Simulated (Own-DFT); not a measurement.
Si$_{3}$N$_{4}$ (beta silicon nitride, atoms displaced) (calculated)

Computed with Own-DFT development build. A calculation, not a measurement: plane-wave PBE density functional theory by an unreviewed code, no spin, of a simulated periodic cell, stress positive in tension, free energy of the whole cell less one offset for each atom, forces on such cells passed a denser k mesh, this cell's mesh not checked; offsets are fitted by least squares, one for each functional and potential file, so energies compare only between cells with the same atoms and settings and are not formation energies; the far tail of each file's local potential was reset to the Coulomb form; each entry is a single point on an unrelaxed cell, so the pressure reflects the starting lattice, mostly measured values (interpolated for alloys), from which strain is counted, and rises with the displacements; printed positions are rounded, which can move forces by about a meV/angstrom; the program, named Own-DFT, is a retired in-house code; no spin-orbit coupling.

## Si$_{3}$N$_{4}$ (beta silicon nitride, atoms displaced)

```
Si3N4
1.0
      7.6060     0.0000     0.0000
     -3.8030     6.5870     0.0000
      0.0000     0.0000     8.7270
Si N Si N Si N
6 8 6 8 6 8
Direct
  0.16806 0.77673 0.09008
  0.22137 0.41230 0.07888
  0.58732 0.82801 0.09599
  0.84708 0.26208 0.25909
  0.79193 0.60861 0.25033
  0.40392 0.17068 0.25455
  0.31027 0.01254 0.08171
  0.97903 0.32790 0.06797
  0.69746 0.67006 0.07839
  0.66509 0.96211 0.25891
  0.02624 0.70008 0.27303
  0.27776 0.32128 0.24172
  0.34435 0.68139 0.08264
  0.65413 0.34512 0.26684
  0.16669 0.77591 0.40756
  0.22174 0.39891 0.41193
  0.60639 0.84380 0.41950
  0.80090 0.20336 0.57949
  0.76277 0.59353 0.61648
  0.42785 0.19208 0.59678
  0.30818 0.00918 0.42514
  0.96657 0.29173 0.39672
  0.71043 0.67910 0.40845
  0.67714 0.96601 0.59851
  0.03260 0.70774 0.58906
  0.27188 0.30244 0.57667
  0.30768 0.66519 0.42873
  0.67250 0.35342 0.57975
  0.14400 0.74157 0.74003
  0.22246 0.39649 0.74504
  0.59632 0.84700 0.74897
  0.80504 0.23026 0.93254
  0.78840 0.62274 0.92403
  0.40250 0.18102 0.90760
  0.33301 0.02148 0.75776
  0.96346 0.28679 0.75572
  0.71736 0.67764 0.75868
  0.63501 0.95069 0.92924
  0.02548 0.71597 0.91959
  0.31821 0.34058 0.89876
  0.34427 0.68333 0.76004
  0.66695 0.32233 0.91995
```

- functional: PBE
- potential files: PseudoDojo norm-conserving, scalar-relativistic, standard set
- wave cutoff: 42 hartree
- occupations: Fermi-Dirac
- smearing width: 0.1 eV
- k mesh: 3 x 3 x 3 centred on Gamma
- free energy of cell above offsets: 8.867 eV
- pressure: 16.4 GPa
- stress xx: -17.89 GPa
- stress yy: -12.47 GPa
- stress zz: -18.85 GPa
- stress yz: -3.86 GPa
- stress xz: -7.61 GPa
- stress xy: -4.56 GPa

Force:
```
element  x (eV/Å)  y (eV/Å)  z (eV/Å)
     Si     2.041    -4.318    -0.911
     Si     4.775     2.066    -1.164
     Si     2.244    -0.622    -0.879
     Si     -8.47    -3.923    -11.19
     Si     -7.93    -2.121     0.081
     Si    -2.246    -1.024    -0.507
      N     0.411     7.815     1.016
      N     -2.46    -1.299     3.886
      N      0.28     0.779     3.413
      N    -0.133     5.373    -2.162
      N    -0.019    -1.312    -10.02
      N     1.554    -0.643     0.314
      N    -4.607    -4.222     0.948
      N     3.793    -0.939    -1.117
     Si     3.977    -2.061     9.606
     Si     1.307       2.3     0.487
     Si    -0.413    -6.547     1.385
     Si     2.373     8.721     1.345
     Si     3.837     1.732    -10.46
     Si    -4.457    -4.824    -1.126
      N     1.889      9.32    -0.508
      N     3.704      0.58     12.13
      N    -1.846     1.085     3.764
      N     -0.01     0.159    -6.744
      N    -4.875    -2.427    -5.512
      N     0.744     1.128     0.309
      N     4.478     -0.87    -0.631
      N     2.644    -4.188     0.178
     Si     6.823     4.327     6.931
     Si    -0.348      2.22    -0.741
     Si    -0.459    -5.951     7.969
     Si     5.501    -4.224    -3.555
     Si    -3.312    -4.608    -0.068
     Si     2.208     -2.59     2.393
      N     0.017     0.886    -2.413
      N    -2.054    -0.422    -1.037
      N     -5.81     3.514     4.129
      N     2.043     4.915    -1.333
      N     4.301     0.639     0.242
      N    -2.809     1.119     3.084
      N     -1.83    -4.112    -1.378
      N    -6.855     4.567    -0.139
```
